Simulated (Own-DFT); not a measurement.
Hf36O71 (tetragonal hafnia with one neutral oxygen vacancy, atoms displaced) (calculated)

A calculation, not a measurement: plane-wave PBE and HSE06 DFT by an unreviewed code, no spin, of a simulated cell at Gamma alone, so results move with cell size and shape, stress positive in tension, energies less offsets, not probed for a lower state with spin; hafnium file: forces about 75 meV/angstrom off all-electron values; oxygen file: force components 24 meV/angstrom off all-electron in a glass; k mesh not checked against a denser one; forces and stress are PBE's, HSE06 gives the energy alone, and its difference from PBE has offsets of its own; offsets are fitted by least squares, one for each functional and potential file, so energies compare only between cells with the same atoms and settings and are not formation energies; the far tail of each file's local potential was reset to the Coulomb form; each entry is a single point on an unrelaxed cell, so the pressure reflects the starting lattice, taken from the Materials Project, from which strain is counted, and rises with the displacements; printed positions are rounded, which can move forces by about a meV/angstrom; the program is a retired in-house code; no spin-orbit coupling. Program: Own-DFT development build.

Common to all runs: first functional PBE; second functional HSE06; exact exchange share 0.25; screening 0.11 1/bohr; exchange divergence Gygi-Baldereschi; potential files PseudoDojo norm-conserving, scalar-relativistic, made for PBE, standard set; wave cutoff 48 hartree; occupations fixed; k mesh 1 x 1 x 1 centred on Gamma.

(1) Hf36O71 (tetragonal hafnia with one neutral oxygen vacancy, atoms displaced)

```
cell vectors (Å)
  10.7800     0.0000     0.0000
   0.0000    10.7800     0.0000
   0.0000     0.0000    10.4493
atoms (fractions of the cell vectors)
Hf  0.00825  0.99696  0.99447
Hf  0.16845  0.17915  0.24854
O   0.00673  0.16301  0.16274
O   0.17527  0.00071  0.36448
O   0.00182  0.17094  0.40602
O   0.16377  0.99474  0.08757
Hf  0.00583  0.00976  0.48714
Hf  0.18172  0.16417  0.75773
O   0.00992  0.16180  0.64444
O   0.15396  0.00290  0.83936
O   0.17374  0.99436  0.60624
Hf  0.00423  0.34096  0.00034
Hf  0.15772  0.50762  0.25767
O   0.99571  0.50797  0.15849
O   0.17237  0.34055  0.34696
O   0.99757  0.50260  0.40232
O   0.17811  0.33481  0.09268
Hf  0.00794  0.34632  0.50774
Hf  0.16200  0.50237  0.74504
O   0.00555  0.50366  0.64066
O   0.17328  0.33365  0.83775
O   0.99679  0.48386  0.90593
O   0.15795  0.33501  0.60421
Hf  0.99560  0.65837  0.01187
Hf  0.16889  0.83203  0.24341
O   0.00353  0.82045  0.15971
O   0.16562  0.65542  0.33754
O   0.99040  0.81579  0.41691
O   0.17614  0.67693  0.10001
Hf  0.00780  0.65658  0.49763
Hf  0.16881  0.83157  0.75563
O   0.00158  0.82876  0.65719
O   0.17002  0.66253  0.83262
O   0.00257  0.82157  0.90943
O   0.17051  0.64981  0.60427
Hf  0.33173  0.00173  0.00093
Hf  0.52491  0.18062  0.25703
O   0.33524  0.16625  0.15589
O   0.49601  0.01070  0.34261
O   0.32736  0.16244  0.40749
O   0.49034  0.00448  0.09307
Hf  0.34000  0.99735  0.50162
Hf  0.49760  0.16462  0.75752
O   0.32995  0.16690  0.64877
O   0.50610  0.99671  0.83574
O   0.34790  0.17349  0.90380
O   0.50788  0.98659  0.59649
Hf  0.32724  0.32379  0.99288
Hf  0.49003  0.49542  0.24905
O   0.33775  0.51301  0.14056
O   0.50678  0.32647  0.34953
O   0.33773  0.51968  0.41428
O   0.50692  0.33917  0.08978
Hf  0.32673  0.34638  0.50151
Hf  0.49895  0.49724  0.75270
O   0.32935  0.48248  0.65068
O   0.50955  0.34481  0.84576
O   0.33369  0.50418  0.90458
O   0.50045  0.33859  0.57904
Hf  0.34096  0.65681  0.99502
Hf  0.50798  0.83882  0.24868
O   0.33333  0.83343  0.15523
O   0.50896  0.66184  0.33841
O   0.33728  0.81565  0.40119
O   0.49983  0.68097  0.09092
Hf  0.33621  0.67017  0.49859
Hf  0.50043  0.83884  0.72669
O   0.33980  0.83336  0.65200
O   0.50111  0.65914  0.85993
O   0.32425  0.83068  0.89721
O   0.49813  0.66293  0.60767
Hf  0.66515  0.00711  0.00189
Hf  0.83853  0.17737  0.25392
O   0.66429  0.16924  0.15261
O   0.82747  0.99555  0.34132
O   0.66276  0.16847  0.40465
O   0.83513  0.99790  0.11076
Hf  0.66013  0.01058  0.50128
Hf  0.82020  0.15180  0.76570
O   0.66548  0.16992  0.64265
O   0.83589  0.99215  0.85418
O   0.66407  0.16440  0.89951
O   0.82942  0.99788  0.59276
Hf  0.67501  0.32891  0.00354
Hf  0.82599  0.49776  0.25370
O   0.67096  0.50044  0.15620
O   0.83697  0.33066  0.34888
O   0.65745  0.50210  0.40524
O   0.82927  0.32569  0.11146
Hf  0.65705  0.33546  0.49495
Hf  0.82450  0.50458  0.75597
O   0.66999  0.49590  0.63923
O   0.82575  0.33961  0.84506
O   0.66162  0.50060  0.89800
O   0.83816  0.33532  0.60128
Hf  0.66156  0.66345  0.99591
Hf  0.83179  0.83487  0.24357
O   0.66633  0.84071  0.15714
O   0.83883  0.66609  0.34721
O   0.65557  0.82505  0.41086
O   0.83462  0.66442  0.09761
Hf  0.67158  0.67741  0.50466
Hf  0.84360  0.81952  0.74785
O   0.66870  0.82397  0.64198
O   0.82950  0.66629  0.84012
O   0.66743  0.82314  0.89081
O   0.83064  0.66877  0.60449
```

```
PBE energy of cell above offsets : -88.348 eV
HSE06 less PBE above offsets     : 0.432 eV
PBE pressure                     : 6.35 GPa
PBE stress xx                    : -3.4 GPa
PBE stress yy                    : -8.94 GPa
PBE stress zz                    : -6.72 GPa
PBE stress yz                    : 0.23 GPa
PBE stress xz                    : 0.03 GPa
PBE stress xy                    : 0.21 GPa
```

Force:
```
element  x (eV/Å)  y (eV/Å)  z (eV/Å)
     Hf    -2.391     0.111     0.046
     Hf     2.092     -1.61     1.734
      O    -0.694     0.375    -1.149
      O    -1.148    -0.848    -2.289
      O    -0.099     1.064    -1.529
      O     0.932    -0.021     1.276
     Hf     0.051    -1.677     3.156
     Hf    -3.853     0.294    -3.269
      O    -0.412    -0.505     2.139
      O    -0.084    -0.205     2.359
      O     0.262     -0.38    -0.988
     Hf    -0.343    -4.098     1.494
     Hf     1.092     -2.27    -3.417
      O     0.581     -0.87     -0.91
      O      0.25     0.336     0.542
      O     0.596    -1.459    -1.723
      O    -2.976     0.036     0.899
     Hf    -3.711    -2.408     0.866
     Hf     1.035    -0.265    -0.684
      O    -1.693    -0.087     1.574
      O    -0.052    -0.523     2.247
      O     0.216     4.105     -1.42
      O     2.651    -0.068    -0.534
     Hf     1.762     1.208     -0.37
     Hf     1.024    -0.161      0.96
      O    -0.734     0.436    -0.519
      O     -0.23     4.454     2.777
      O     0.989     3.381    -1.439
      O    -1.926    -0.896    -0.885
     Hf    -1.369     1.733     2.134
     Hf      0.02     0.151    -1.463
      O      1.18    -0.119     0.455
      O    -0.583    -0.188     2.104
      O     0.046     0.719     0.001
      O     0.816     1.377    -2.011
     Hf     0.283    -2.152      0.45
     Hf    -5.487    -3.695    -0.815
      O    -0.173     0.459      -0.6
      O     0.557    -1.114     0.604
      O     0.036     1.696       0.6
      O     2.215    -0.329    -0.566
     Hf    -2.671     0.444    -1.165
     Hf     0.668     1.441     -1.76
      O     2.678    -0.081     0.752
      O    -0.323      0.96     1.137
      O    -0.149    -3.314    -1.877
      O    -1.732     0.999     0.341
     Hf     2.353     4.272     1.496
     Hf     1.874     1.751     0.063
      O    -0.768    -1.046      2.07
      O    -1.213     3.659     0.242
      O     0.181    -5.404    -3.243
      O     -0.92    -0.425      0.62
     Hf    -0.131    -1.521     0.519
     Hf     0.383     2.573    -1.569
      O      0.65    -0.081     0.947
      O    -0.471    -3.809    -0.022
      O    -0.328    -3.181     -1.49
      O    -2.062    -0.412     2.061
     Hf    -0.267     2.581     0.535
     Hf    -1.869      -1.5     0.792
      O     0.434     1.293    -0.032
      O    -0.548     0.552    -0.392
      O    -0.145     3.705    -1.081
      O     1.086    -0.171      1.15
     Hf     0.638     0.953     3.891
     Hf     2.434    -2.763     3.205
      O     -2.35    -0.005    -1.054
      O    -0.263     0.402    -1.573
      O     0.001     1.526     0.641
      O    -0.211     0.153    -0.835
     Hf     0.552    -3.584     0.662
     Hf     0.887    -2.654    -0.069
      O     3.083    -0.513    -2.162
      O     0.345     1.118     0.983
      O     0.553      0.15    -1.615
      O     0.063     0.321    -2.533
     Hf       3.5    -2.137    -0.546
     Hf     2.365      2.12    -3.788
      O    -1.154    -0.647     1.764
      O     0.068     0.174     0.395
      O     0.093     0.241    -0.069
      O     0.086     0.559     0.368
     Hf      -0.9     2.085    -0.893
     Hf    -0.274     1.296     1.493
      O    -1.528    -0.141      -0.9
      O    -0.444     1.323     0.506
      O     0.913    -0.598    -0.928
      O     1.718     0.324    -1.338
     Hf     3.572     2.089     1.643
     Hf    -0.514    -1.877    -3.551
      O    -0.618      0.03     2.302
      O    -0.006    -2.218     1.659
      O     1.301    -0.387     0.552
      O      0.02      0.05    -0.803
     Hf    -0.704     0.944    -0.453
     Hf     0.978    -0.455     1.637
      O     0.283     0.205    -1.289
      O    -1.143    -0.637    -0.309
      O    -0.306     3.828    -2.389
      O     -1.16      0.26    -0.348
     Hf    -0.525    -3.323     0.345
     Hf    -1.562     2.019    -1.407
      O      0.29     0.588     1.091
      O     0.826    -1.393     2.628
      O     0.012     1.746     1.593
      O     1.641    -0.441     -0.44
```

(2) Hf36O71 (tetragonal hafnia with one neutral oxygen vacancy, atoms displaced)

```
cell vectors (Å)
  10.7800     0.0000     0.0000
   0.0000    10.7800     0.0000
   0.0000     0.0000    10.4493
atoms (fractions of the cell vectors)
Hf  0.99611  0.99259  0.99784
Hf  0.16737  0.16701  0.24794
O   0.99601  0.16631  0.14971
O   0.16561  0.00384  0.33803
O   0.99569  0.16890  0.40232
O   0.17051  0.99762  0.09334
Hf  0.00312  0.00335  0.49869
Hf  0.16339  0.16994  0.75906
O   0.00276  0.16707  0.65072
O   0.16769  0.00803  0.84863
O   0.00349  0.17334  0.89828
O   0.16742  0.99686  0.60536
Hf  0.99793  0.33355  0.99679
Hf  0.16362  0.49423  0.25036
O   0.00076  0.50955  0.16033
O   0.16666  0.32905  0.34781
O   0.00220  0.49868  0.39892
O   0.16357  0.33520  0.09060
Hf  0.00058  0.33357  0.51713
Hf  0.16569  0.50127  0.74135
O   0.00236  0.50126  0.65705
O   0.15800  0.33783  0.84943
O   0.99940  0.50027  0.90564
O   0.17012  0.33405  0.59700
Hf  0.00350  0.66349  0.00357
Hf  0.17207  0.83225  0.25359
O   0.99995  0.83319  0.15620
O   0.16701  0.66233  0.35302
O   0.00652  0.83605  0.40635
O   0.16430  0.66686  0.09942
Hf  0.99938  0.66365  0.50746
Hf  0.16081  0.82890  0.75292
O   0.99627  0.83796  0.65845
O   0.16944  0.66647  0.85366
O   0.17254  0.66501  0.59730
Hf  0.33697  0.00314  0.99813
Hf  0.49606  0.16689  0.25109
O   0.32658  0.15893  0.14875
O   0.50281  0.99574  0.34720
O   0.33377  0.16775  0.40166
O   0.49187  0.00358  0.09416
Hf  0.33943  0.00530  0.50590
Hf  0.50439  0.16782  0.75044
O   0.33832  0.17494  0.65342
O   0.49245  0.00192  0.83909
O   0.33711  0.16367  0.90347
O   0.49568  0.98905  0.59566
Hf  0.33068  0.32578  0.99403
Hf  0.49617  0.50486  0.24359
O   0.33010  0.50157  0.16369
O   0.50147  0.33421  0.35628
O   0.33540  0.50577  0.39490
O   0.49830  0.33697  0.09785
Hf  0.33225  0.33496  0.50173
Hf  0.49779  0.50560  0.74722
O   0.33862  0.50216  0.65551
O   0.49593  0.33399  0.84908
O   0.33415  0.49855  0.90789
O   0.49747  0.33752  0.59364
Hf  0.34374  0.66273  0.99423
Hf  0.50494  0.83433  0.25483
O   0.33138  0.83795  0.15531
O   0.50312  0.66404  0.35334
O   0.33233  0.83415  0.39209
O   0.50044  0.66160  0.09989
Hf  0.33219  0.66663  0.50332
Hf  0.49758  0.83017  0.73899
O   0.34127  0.83125  0.65335
O   0.50701  0.66414  0.84621
O   0.33035  0.83267  0.89576
O   0.49965  0.66710  0.59830
Hf  0.67081  0.00421  0.99804
Hf  0.83638  0.16718  0.24981
O   0.66739  0.16285  0.15741
O   0.83002  0.99609  0.35614
O   0.67458  0.15978  0.40532
O   0.83468  0.00047  0.09536
Hf  0.66571  0.00235  0.49659
Hf  0.83489  0.16191  0.74666
O   0.66611  0.17224  0.65409
O   0.83558  0.00337  0.84775
O   0.67102  0.17036  0.90145
O   0.83313  0.00006  0.59320
Hf  0.66502  0.33316  0.00773
Hf  0.82718  0.49679  0.24483
O   0.66596  0.49716  0.15300
O   0.83694  0.33253  0.33619
O   0.67453  0.49407  0.39703
O   0.83801  0.33485  0.09180
Hf  0.66380  0.33389  0.49894
Hf  0.83385  0.50627  0.74758
O   0.66376  0.49924  0.65258
O   0.83762  0.33245  0.84543
O   0.65662  0.51238  0.90147
O   0.83161  0.32865  0.60365
Hf  0.65964  0.65826  0.99343
Hf  0.83437  0.84353  0.25171
O   0.66661  0.83609  0.15466
O   0.82698  0.65828  0.34812
O   0.65743  0.83142  0.39715
O   0.83788  0.66964  0.09649
Hf  0.66284  0.66358  0.49691
Hf  0.83401  0.83815  0.74574
O   0.66633  0.83019  0.65366
O   0.82642  0.66489  0.85715
O   0.65844  0.83092  0.90465
O   0.83835  0.66878  0.60398
```

```
PBE energy of cell above offsets : -97.170 eV
HSE06 less PBE above offsets     : 0.042 eV
PBE pressure                     : 2.26 GPa
PBE stress xx                    : -3.94 GPa
PBE stress yy                    : -0.16 GPa
PBE stress zz                    : -2.66 GPa
PBE stress yz                    : -0.74 GPa
PBE stress xz                    : -0.32 GPa
PBE stress xy                    : 0.08 GPa
```

Force:
```
element  x (eV/Å)  y (eV/Å)  z (eV/Å)
     Hf     2.294     0.396     0.332
     Hf    -1.169    -0.201    -0.388
      O      0.72    -0.077     0.191
      O    -0.289     0.018     1.319
      O    -0.052    -0.025     0.546
      O    -1.598      0.09    -0.449
     Hf     0.536    -0.068    -0.228
     Hf     0.447    -0.623    -0.699
      O    -0.026     0.105     0.014
      O    -0.721     -1.58    -0.181
      O    -0.265     -1.71     0.044
      O     0.472     0.138    -1.118
     Hf     0.352     0.199    -0.293
     Hf    -0.337     1.285     0.764
      O    -0.558     -0.66    -1.036
      O     0.363     0.128     0.225
      O    -0.092     -0.33     2.291
      O     0.677    -0.131       0.7
     Hf    -0.581     -0.18    -3.119
     Hf      1.19      0.22      2.57
      O     -0.64    -0.102    -1.107
      O     1.185     0.126    -0.808
      O    -0.124     0.378    -0.634
      O    -0.517     0.605     0.958
     Hf    -0.572     0.458     0.684
     Hf    -0.133    -0.797      -0.6
      O    -0.133     0.843    -0.606
      O    -0.064     0.492    -0.135
      O    -0.521    -0.664     0.622
      O     1.431     0.102    -0.272
     Hf     0.489     0.045    -3.039
     Hf     1.655     1.425     0.805
      O     0.869      -0.5    -0.094
      O    -0.686    -0.536    -1.352
      O    -1.629     0.089     1.337
     Hf    -1.574    -2.187    -0.125
     Hf    -0.366    -0.056     0.003
      O     1.481     1.194     0.307
      O    -0.133     2.017     0.278
      O     0.458    -0.225     0.078
      O     2.693     0.303     0.486
     Hf    -2.114    -0.933     -1.05
     Hf    -0.832     0.484     0.468
      O     -0.58    -0.527    -0.108
      O     0.718    -0.076     0.157
      O    -0.476     1.296    -0.792
      O     1.786     0.897     0.066
     Hf     0.114     1.091     0.789
     Hf    -0.342    -0.519     1.582
      O     0.444    -0.137     -1.76
      O      0.18    -0.612    -1.395
      O     0.039    -1.058     1.944
      O    -0.392    -0.662     0.342
     Hf     0.933     0.202    -1.441
     Hf     1.166    -1.447     0.868
      O    -1.727     -0.01    -0.796
      O     0.342     0.026    -0.271
      O     0.121    -0.347    -0.596
      O     0.709    -0.023     0.499
     Hf    -2.466     1.597     0.972
     Hf    -0.991    -0.777    -0.875
      O     1.364    -0.584     -0.61
      O     0.374     0.082    -0.353
      O     0.057     0.144     2.071
      O    -0.215    -0.073     0.322
     Hf     0.452     0.549    -2.404
     Hf     1.226     0.706     2.589
      O    -2.877    -0.335    -1.301
      O    -1.402     0.866     0.192
      O     0.372    -0.412     0.597
      O     0.209    -0.275     0.178
     Hf     -1.45     -1.72     0.229
     Hf     0.483     0.031     0.666
      O    -0.528     0.475    -0.589
      O     0.262     0.878    -0.697
      O    -0.601      1.72    -0.246
      O    -0.376    -0.162     0.422
     Hf     0.114     -1.55     0.201
     Hf     0.006      2.03       0.3
      O    -0.095    -0.778    -0.445
      O     0.158    -0.936     0.335
      O    -0.315    -0.303     0.414
      O    -0.061     0.184     0.977
     Hf     0.369     0.585    -1.229
     Hf     1.695     1.347     0.734
      O    -0.565    -0.252    -1.222
      O    -0.477    -0.486     0.945
      O    -0.498     0.364     1.022
      O    -1.714     0.012     0.545
     Hf    -0.111    -0.066    -0.209
     Hf    -0.795    -0.455      1.67
      O     0.764     0.173     -0.46
      O     -0.54     0.723    -0.386
      O     0.534    -5.187    -1.124
      O       0.3     0.559    -0.872
     Hf     2.526     4.007     2.086
     Hf    -0.167    -3.053    -0.745
      O     0.151      0.63    -0.008
      O     0.247     1.943     0.467
      O     0.663     0.182     1.258
      O    -1.229    -0.378    -0.077
     Hf     0.921     0.014     -0.88
     Hf    -1.261    -1.383     1.349
      O     0.573     0.081    -0.799
      O     0.773     0.622    -1.789
      O     0.382      1.43     0.073
      O    -0.871     -0.42    -0.071
```
